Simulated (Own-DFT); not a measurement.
# From a pressure shift to a lattice shift: D0_22 TiAl3, 40 atoms (Al30Ti10)

Calculated, not measured: single-point runs of Own-DFT, a retired in-house plane-wave DFT program that no person has reviewed, on unrelaxed cells, without spin or spin-orbit coupling.

Limits: forces on such cells failed a check on a denser k mesh; stress not checked against mesh or cutoff.

Each geometry was run with PBE and with PBEsol, otherwise alike: PseudoDojo norm-conserving scalar-relativistic files made for PBE; cutoff 42 hartree; 4 x 4 x 4 k mesh centred on Gamma; cold (Marzari-Vanderbilt) smearing of 0.2 eV. Unstrained cell vectors in Å: (-2.365, -6.981, 4.326); (-7.667, 3.491, 1.442); (-2.950, -3.488, -7.241). Each has a uniform strain, of which the change of volume is shown, and random moves of rms u per axis.

```
run,volume change (%),u (Å),P with PBE (GPa),P with PBEsol (GPa)
1,1.00,0.0495,1.71,-0.17
2,-0.94,0.0446,4.02,2.08
3,2.33,0.0473,0.11,-1.74
4,5.32,0.0512,-2.72,-4.51
5,-2.87,0.0445,6.06,4.08
6,-1.36,0.0490,4.56,2.62
7,1.02,0.0482,1.59,-0.29
8,-4.47,0.0499,8.83,6.81
9,-2.16,0.0496,5.52,3.56
10,-1.41,0.0469,4.40,?
```

Q: by how much does PBEsol shrink this cell, and what belongs in the blank?

## Solution

Write v for the change of volume as a fraction. Fitted to v and u², the PBE pressure has a slope of -119 ± 3 GPa in v, with the ions held to the strained lattice. The difference PBEsol less PBE is -1.91 + 2.4 v GPa (slope ± 0.1) and averages -1.91 GPa. Divided by the mean slope of the two, 118 GPa, that makes PBEsol's volume at a given pressure, near 2 GPa, about 1.6 % smaller, or 0.54 % in lengths. At one volume PBEsol's slope is the smaller by 2 GPa, but its pressure there is lower too. If stiffness rises by about 4 GPa for each GPa, PBEsol at equal pressure is stiffer by about 5 GPa. Files made for PBEsol would give a different shift.

For run 10 the line gives 2.46 GPa. Computed: 2.47 GPa.
